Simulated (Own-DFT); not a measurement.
# Energy and forces against displacement in beta-Si3N4, 112 atoms (N64Si48)

Calculated results; nothing here was measured. The program, named Own-DFT, is a retired in-house plane-wave density functional code that no person has reviewed. Each row is one single-point run on a periodic cell that was not relaxed, without spin or spin-orbit coupling.

Settings of every run: PBEsol; PseudoDojo norm-conserving scalar-relativistic files, made for PBE; cutoff 42 hartree; 2 x 2 x 4 k mesh centred on Gamma; Fermi-Dirac smearing of 0.1 eV.

Known limits, some of them of some rows only: some atoms lie very close together; forces on such cells moved up to 12 meV/angstrom on a denser k mesh; stress not checked against mesh or cutoff.

Cell vectors in Å: (15.212, 0.000, 0.000); (-7.606, 13.174, 0.000); (0.000, 0.000, 5.818). In each run every atom was moved at random and independently from its ideal site; u is the rms move along one axis. E is the free energy for each atom above the fitted value at u = 0, and F the rms of the force components.

| run | u (Å) | E (meV/atom) | F (eV/Å) | largest force (eV/Å) | P (GPa) |
|---|---|---|---|---|---|
| 1 | 0.0193 | 18.2 | 0.956 | 3.33 | 3.05 |
| 2 | 0.0198 | 17.0 | 0.898 | 2.97 | 3.10 |
| 3 | 0.0214 | 21.4 | 0.975 | 3.95 | 3.22 |
| 4 | 0.0505 | ? | ? | ? | ? |
| 5 | 0.0514 | 116.4 | 2.110 | 11.03 | 5.91 |
| 6 | 0.0964 | 471.0 | 4.803 | 21.37 | 15.50 |
| 7 | 0.0985 | 413.5 | 4.389 | 30.29 | 13.88 |
| 8 | 0.1369 | 906.9 | 7.414 | 35.15 | 27.74 |

## Worked fit

For small independent moves the energy grows as E = (3/2) K u², with K the mean stiffness felt by one atom. The runs with u up to 0.11 Å give K = 30.7 ± 1.4 eV/Å², with residuals divided by u² + 0.0006 Å², since the noise grows with the moves. The scatter is 9.0 meV/atom at u = 0.05 Å. The forces follow F = G u with G = 46.1 eV/Å²; no force at u = 0 is resolved. G exceeds K because the moves of its neighbours add to the force on an atom, and stiffness differs between atoms. The pressure follows P = 2.61 + 1268 u² GPa: at fixed volume, shortened bonds push harder than stretched ones pull.

## Withheld run

Question: what energy and rms force should run 4 give?

The fit gives 117 ± 11 meV/atom and about 2.33 eV/Å. The calculation gave 111.9 meV/atom and 2.084 eV/Å.
